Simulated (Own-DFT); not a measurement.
# Strain and stress in 2H SiC, 72 atoms (C36Si36)

The numbers are computed, not measured, by runs of the plane-wave DFT program Own-DFT (in-house, retired, unreviewed) at fixed positions, with no spin and no spin-orbit coupling.

Settings: PBE; PseudoDojo norm-conserving scalar-relativistic files; cutoff 42 hartree; 4 x 4 x 3 k mesh centred on Gamma; Fermi-Dirac smearing of 0.1 eV.

Known weak points: forces on such cells passed a denser k mesh, each cell not checked; stress not checked against mesh or cutoff.

Unstrained cell vectors in Å: (9.248, 0.000, 0.000); (-4.624, 8.009, 0.000); (0.000, 0.000, 10.068). The unstrained cell has measured lattice constants (interpolated for alloys), not those of this functional. That, the random moves and any unrelaxed bonds set the pressure at no strain. The cell is deformed uniformly in each run, and the atoms keep their fractional places. Each coordinate of each atom was shifted by a normal deviate of width 0.05 Å. Strain is the symmetric tensor, in per cent. Stress is positive in tension, and the pressure is minus a third of its trace.

| run | e_xx (%) | e_yy (%) | e_zz (%) | e_yz (%) | e_xz (%) | e_xy (%) | s_xx (GPa) | s_yy (GPa) | s_zz (GPa) | s_yz (GPa) | s_xz (GPa) | s_xy (GPa) | P (GPa) | E (meV/atom) |
|---|---|---|---|---|---|---|---|---|---|---|---|---|---|---|
| 1 | -0.67 | -0.49 | 0.69 | 0.51 | -0.20 | 1.20 | -9.89 | -5.00 | -3.93 | 2.01 | -0.27 | 6.20 | 6.27 | 6.9 |
| 2 | 1.41 | -1.76 | 1.72 | 0.87 | 0.61 | 1.39 | 2.14 | -14.93 | 3.12 | 3.19 | 1.90 | 7.10 | 3.22 | 27.8 |
| 3 | 1.02 | -0.71 | 1.47 | 0.55 | -1.98 | 1.58 | 1.09 | -7.46 | 1.01 | 1.96 | -5.63 | 7.18 | 1.78 | 29.6 |
| 4 | -0.81 | 0.67 | 1.46 | -0.82 | -0.48 | 1.58 | -8.37 | -1.76 | -0.19 | -2.96 | -1.48 | 7.32 | 3.44 | 45.4 |
| 5 | 1.04 | 1.38 | 0.67 | -1.31 | 0.91 | -0.42 | 3.19 | 3.28 | -2.72 | -4.22 | 2.27 | -1.70 | -1.25 | 9.2 |
| 6 | 0.10 | -1.13 | 0.12 | -0.73 | -1.73 | 0.86 | -6.70 | -10.28 | -5.74 | -1.74 | -6.61 | 4.00 | 7.57 | 20.2 |
| 7 | -1.81 | -0.15 | 0.64 | -0.03 | 1.12 | -0.99 | -14.21 | -6.25 | -5.08 | -0.63 | 4.23 | -3.52 | 8.51 | 20.0 |
| 8 | -0.04 | -1.12 | -1.30 | 1.87 | 1.09 | -1.21 | -7.03 | -9.75 | -18.34 | 5.79 | 3.80 | -6.06 | 11.71 | 51.9 |
| 9 | -0.79 | -0.47 | 1.57 | 1.49 | 0.41 | -1.94 | -9.02 | -6.82 | 0.24 | 4.92 | 1.43 | -9.23 | 5.20 | 29.3 |
| 10 | -0.16 | 0.58 | -0.95 | -1.96 | 1.68 | -0.66 | -4.40 | -1.65 | -13.58 | -6.75 | 5.26 | -2.74 | 6.54 | 22.1 |
| 11 | -0.20 | -1.80 | -1.65 | -0.69 | -0.21 | 0.34 | -8.33 | -16.47 | -18.44 | -2.77 | -1.69 | 1.77 | 14.41 | 42.2 |
| 12 | 1.40 | 0.98 | 0.68 | -1.68 | -1.55 | -0.71 | 5.03 | 2.25 | -3.15 | -4.72 | -4.53 | -1.82 | -1.37 | 9.7 |
| 13 | 1.15 | 0.55 | -0.46 | -1.99 | -0.36 | -0.53 | 1.21 | 0.65 | -10.87 | -6.14 | -1.69 | -3.08 | 3.00 | 25.8 |
| 14 | 0.73 | -1.39 | -0.30 | -0.47 | -1.49 | -1.48 | -0.26 | -12.68 | -10.81 | -1.87 | -5.21 | -7.24 | 7.92 | 24.5 |
| 15 | 1.00 | 0.91 | -0.44 | 1.91 | 0.74 | -1.21 | -0.15 | 0.69 | -8.06 | 6.19 | 2.62 | -6.02 | 2.50 | 23.4 |
| 16 | -0.19 | -1.81 | -0.18 | -0.12 | -0.16 | 0.17 | -6.82 | -13.43 | -9.25 | 0.44 | -0.02 | -0.41 | 9.83 | 0.0 |
| 17 | 1.33 | 1.76 | -1.77 | -0.05 | 0.40 | -1.00 | 3.71 | 5.79 | -17.53 | -0.09 | 0.80 | -2.84 | 2.68 | 19.2 |
| 18 | 0.29 | 1.96 | -1.95 | 0.59 | 0.19 | -1.31 | ? | ? | ? | ? | ? | ? | ? | ? |

E is the free energy for each atom above the lowest run shown.

## Analysis

Regress every stress component on the fractional strains (shears doubled) of the visible runs, with a constant. Shear strains stay in the fit of a normal stress only where such slopes are resolved. The slopes, in GPa:

| stress | at no strain | per e_xx | per e_yy | per e_zz | scatter |
|---|---|---|---|---|---|
| s_xx | -4.8 | 564 ± 28 | 88 ± 23 | 41 ± 23 | 1.03 |
| s_yy | -4.3 | 30 ± 32 | 567 ± 26 | 9 ± 26 | 1.18 |
| s_zz | -8.1 | 64 ± 29 | 30 ± 23 | 611 ± 24 | 1.06 |

The slope of each shear stress on twice its own strain, from a fit on all six strains: yz 162 ± 5, xz 160 ± 8, xy 237 ± 11 GPa. These are stiffnesses along x, y and z of the frame in which the cell vectors are given, with the crystal's c axis along z: C11, C12, C13 and C33. Hexagonal symmetry asks that xx and yy behave alike, which is a second check on the noise. The atoms are held to the strained lattice; where symmetry lets them move under strain, relaxing them would lower some slopes. Slopes across the diagonal should nearly agree, so their difference gauges the noise. A ninth of the table's sum, 223 ± 5 GPa, estimates the bulk modulus near the mean pressure of these runs, 5.4 GPa, so it lies above the value at zero pressure.

## Test on the hidden row

Question: what normal stresses and pressure should run 18 give?

From the fit: s_xx = -2.2, s_yy = 6.7, s_zz = -19.2 and P = 4.9 GPa. The calculation gave -2.83, 5.58, -16.58 and P = 4.61 GPa.
